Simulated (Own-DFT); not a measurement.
# Biaxial strain at fixed height in wurtzite GaN, 72 atoms (Ga36N36)

Source: density functional calculations with Own-DFT, an unreviewed in-house program that is no longer used. Nothing was measured or relaxed, and spin and spin-orbit coupling are left out.

Settings: PBE; PseudoDojo norm-conserving scalar-relativistic files; cutoff 42 hartree; 4 x 4 x 3 k mesh centred on Gamma; Fermi-Dirac smearing of 0.1 eV.

Known weak points: forces not confirmed at this smearing and k mesh; stress not checked against mesh or cutoff.

Unstrained cell vectors in Å: (9.567, 0.000, 0.000); (-4.784, 8.285, 0.000); (0.000, 0.000, 10.370). The unstrained cell has measured lattice constants (interpolated for alloys), not those of this functional. That, the random moves and any unrelaxed bonds set the pressure at no strain. Each run strains x and y alike by e, as a substrate would, and holds the height along z. Random moves of width 0.05 Å per axis were added to every atom. Stress is positive in tension.

| e (%) | u (Å) | (s_xx + s_yy)/2 (GPa) | s_zz (GPa) |
|---|---|---|---|
| -2.25 | 0.052 | -22.15 | -10.64 |
| -1.25 | 0.049 | -14.71 | -9.28 |
| -1.00 | 0.058 | -14.94 | -9.05 |
| -0.50 | 0.045 | -9.90 | -7.90 |
| -0.25 | 0.051 | -8.33 | -9.58 |
| 0.25 | 0.051 | -5.62 | -8.45 |
| 1.25 | 0.049 | -1.67 | -4.75 |
| 1.50 | 0.044 | ? | ? |
| 2.25 | 0.053 | 2.89 | -5.72 |
| 2.50 | 0.051 | 3.87 | -3.42 |

## What the rows give

With e as a fraction, the in-plane stress is -7.4 + 560 e - 4541 e² GPa (errors 18 and 1163, scatter 0.74), and s_zz is -7.8 + 140 e GPa (slope ± 22, scatter 1.01). At e = 0 the first slope is C11 + C12 and the second 2 C13, both with the ions held to the strained lattice and at the cell's own pressure. The term in e² is negative: the layer stiffens under compression and softens under tension. A free layer would change its height as e changes, and the in-plane slope would drop by 2 C13²/C33 to the biaxial modulus. At fixed height, a misfit of 1 % moves the in-plane stress by about 5.6 GPa and s_zz by 1.4 GPa.

## The run left out

Asked: what are the two stresses at e = 1.50 %?

The fitted form gives 0.0 and -5.7 GPa. The hidden result is 0.35 and -5.26 GPa.
